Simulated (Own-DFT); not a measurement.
# A layer strained by its substrate: wurtzite AlGaN with randomly placed atoms, 96 atoms (Al36Ga12N48)

Source: density functional calculations with Own-DFT, an unreviewed in-house program that is no longer used. Nothing was measured or relaxed, and spin and spin-orbit coupling are left out.

Common settings: PBE; PseudoDojo norm-conserving scalar-relativistic files (stringent for Ga); cutoff 96 hartree; 3 x 4 x 3 k mesh centred on Gamma; Gaussian smearing of 0.01 eV.

Limits: k mesh not checked against a denser one; stress not checked against mesh or cutoff.

Unstrained cell vectors in Å: (12.525, 0.000, 0.000); (-4.697, 8.135, 0.000); (0.000, 0.000, 10.066). The unstrained cell has measured lattice constants (interpolated for alloys), not those of this functional. That, the random moves and any unrelaxed bonds set the pressure at no strain. Each run strains x and y alike by e, as a substrate would, and holds the height along z. Random moves of width 0.05 Å per axis were added to every atom. The random placing of the alloy's atoms differs from row to row. Stress is positive in tension.

| e (%) | u (Å) | (s_xx + s_yy)/2 (GPa) | s_zz (GPa) |
|---|---|---|---|
| -2.75 | 0.051 | -24.46 | -11.49 |
| -2.75 | 0.052 | -25.20 | -12.49 |
| -2.25 | 0.049 | -20.61 | -10.12 |
| -1.00 | 0.049 | -12.59 | -7.72 |
| -1.00 | 0.051 | -12.78 | -8.42 |
| 1.00 | 0.052 | -0.63 | -5.80 |
| 1.25 | 0.052 | ? | ? |
| 1.75 | 0.051 | 2.68 | -3.14 |
| 2.00 | 0.049 | 4.15 | -3.96 |
| 2.00 | 0.052 | 4.12 | -4.43 |
| 2.25 | 0.051 | 5.26 | -3.32 |
| 2.75 | 0.048 | 7.17 | -2.16 |
| 2.75 | 0.052 | 7.62 | -4.54 |

## Working it out

With e as a fraction, the in-plane stress is -6.4 + 584 e - 2978 e² GPa (errors 4 and 333, scatter 0.29), and s_zz is -7.1 + 155 e GPa (slope ± 12, scatter 0.88). At e = 0 the first slope is C11 + C12 and the second 2 C13, both with the ions held to the strained lattice and at the cell's own pressure. The term in e² is negative: the layer stiffens under compression and softens under tension. A free layer would change its height as e changes, and the in-plane slope would drop by 2 C13²/C33 to the biaxial modulus. At fixed height, a misfit of 1 % moves the in-plane stress by about 5.8 GPa and s_zz by 1.6 GPa.

## The run left out

The question: what are the two stresses at e = 1.25 %?

The fit gives 0.4 and -5.1 GPa. DFT gave -0.61 and -3.75 GPa. This run lies off the fit, by chance or by something that the fit leaves out.
